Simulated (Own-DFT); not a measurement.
# Misfit strain and the stress it brings: wurtzite AlGaN with randomly placed atoms, 72 atoms (Al9Ga27N36)

No measurement is shown. These are fixed-geometry runs of a retired plane-wave code named Own-DFT, which no person has reviewed; spin and spin-orbit coupling are neglected.

Common settings: PBE; PseudoDojo norm-conserving scalar-relativistic files; cutoff 42 hartree; 4 x 4 x 3 k mesh centred on Gamma; Fermi-Dirac smearing of 0.1 eV.

Keep in mind: forces on such cells passed a denser k mesh, each cell not checked; stress not checked against mesh or cutoff.

Unstrained cell vectors in Å: (9.509, 0.000, 0.000); (-4.755, 8.235, 0.000); (0.000, 0.000, 10.268). The unstrained cell has measured lattice constants (interpolated for alloys), not those of this functional. That, the random moves and any unrelaxed bonds set the pressure at no strain. Each run strains x and y alike by e, as a substrate would, and holds the height along z. All atoms carry random offsets, Gaussian with a width of 0.05 Å per axis. The random placing of the alloy's atoms differs from row to row. Stress is positive in tension.

| e (%) | u (Å) | (s_xx + s_yy)/2 (GPa) | s_zz (GPa) |
|---|---|---|---|
| -3.00 | 0.054 | -28.10 | -11.85 |
| -2.75 | 0.056 | -26.40 | -11.23 |
| -2.50 | 0.052 | ? | ? |
| -1.25 | 0.052 | -15.15 | -9.50 |
| -0.75 | 0.052 | -12.56 | -7.41 |
| 0.50 | 0.052 | -4.54 | -8.33 |
| 1.00 | 0.050 | -1.51 | -7.39 |
| 1.50 | 0.052 | -0.27 | -5.34 |
| 1.75 | 0.050 | 2.03 | -6.08 |
| 2.25 | 0.050 | 4.06 | -5.50 |

## What the rows give

With e as a fraction, the in-plane stress is -7.5 + 589 e - 3348 e² GPa (errors 10 and 609, scatter 0.46), and s_zz is -8.0 + 116 e GPa (slope ± 14, scatter 0.78). At e = 0 the first slope is C11 + C12 and the second 2 C13, both with the ions held to the strained lattice and at the cell's own pressure. The term in e² is negative: the layer stiffens under compression and softens under tension. A free layer would change its height as e changes, and the in-plane slope would drop by 2 C13²/C33 to the biaxial modulus. At fixed height, a misfit of 1 % moves the in-plane stress by about 5.9 GPa and s_zz by 1.2 GPa.

## The run left out

Q: what are the two stresses at e = -2.50 %?

Estimate: -24.4 and -10.9 GPa. DFT gave -24.31 and -11.86 GPa.
